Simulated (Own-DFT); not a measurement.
# An alloy series: diamond-structure SiGe

All numbers below are calculated, not measured. They come from Own-DFT, an in-house plane-wave density functional program, since retired, whose code no person has reviewed. Each row is one single-point run on a periodic cell that was not relaxed, without spin or spin-orbit coupling.

Settings of every run: PBE; PseudoDojo norm-conserving scalar-relativistic files; cutoff 42 hartree; 5 x 5 x 5 k mesh centred on Gamma; Fermi-Dirac smearing of 0.1 eV.

Known limits, some of them of some rows only: forces on such cells failed a check on a denser k mesh; forces on such cells moved up to 12 meV/angstrom on a denser k mesh; forces on such cells passed a denser k mesh, each cell not checked; stress not checked against mesh or cutoff.

Each cell has 16 atoms, with Ge and Si placed at random on their shared sites; x is the share of Ge. Lattice constants follow the straight line between measured values of the end members, and atoms start on the ideal sites of that lattice. Every atom was also moved at random, by a Gaussian of width 0.03 Å on each axis. u is the rms move along one axis. dE is the free energy for each Ge or Si site above the straight-line part, a + b x, of the fit below.

| x | cell | u (Å) | volume (Å³/atom) | P (GPa) | dE (meV/site) |
|---|---|---|---|---|---|
| 0.125 | Ge2Si14 | 0.0318 | 20.340 | 2.35 | 21.0 |
| 0.125 | Ge2Si14 | 0.0308 | 20.340 | 2.14 | 7.9 |
| 0.125 | Ge2Si14 | 0.0328 | 20.340 | 2.24 | 11.7 |
| 0.125 | Ge2Si14 | 0.0285 | 20.340 | 2.20 | 12.6 |
| 0.250 | Ge4Si12 | 0.0294 | 20.659 | 2.42 | 20.8 |
| 0.250 | Ge4Si12 | 0.0261 | 20.659 | 2.31 | 11.7 |
| 0.250 | Ge4Si12 | 0.0337 | 20.659 | 2.36 | 17.3 |
| 0.250 | Ge4Si12 | 0.0301 | 20.659 | 2.33 | 17.4 |
| 0.500 | Ge8Si8 | 0.0267 | 21.306 | 2.64 | 14.8 |
| 0.500 | Ge8Si8 | 0.0283 | 21.306 | 2.73 | 23.2 |
| 0.500 | Ge8Si8 | 0.0323 | 21.306 | 2.87 | 31.1 |
| 0.500 | Ge8Si8 | 0.0335 | 21.306 | 2.88 | 35.2 |
| 0.750 | Ge12Si4 | 0.0321 | 21.966 | ? | ? |
| 0.875 | Ge14Si2 | 0.0284 | 22.302 | 3.72 | 13.1 |
| 0.875 | Ge14Si2 | 0.0303 | 22.302 | 3.63 | 7.7 |
| 0.875 | Ge14Si2 | 0.0278 | 22.302 | 3.64 | 7.9 |
| 0.875 | Ge14Si2 | 0.0271 | 22.302 | 3.57 | 4.2 |

## Worked fit

Fit E = a + b x + W x (1 - x) + k (u² - 0.03²) to the rows shown. It gives W = 99 ± 20 meV/site and k = 26 ± 9 eV/Å², with a scatter of 4.7 meV/site. Part of W is bond strain that relaxing the atoms would remove. The pressures follow P = 2.11 + 0.74 x + 1.15 x² GPa, with a scatter of 0.08.

## Withheld member

Question: what pressure and dE should the cell at x = 0.750 give?

The fits give 3.3 GPa and 22 meV/site. The calculation gave 3.40 GPa and 23.8 meV/site.
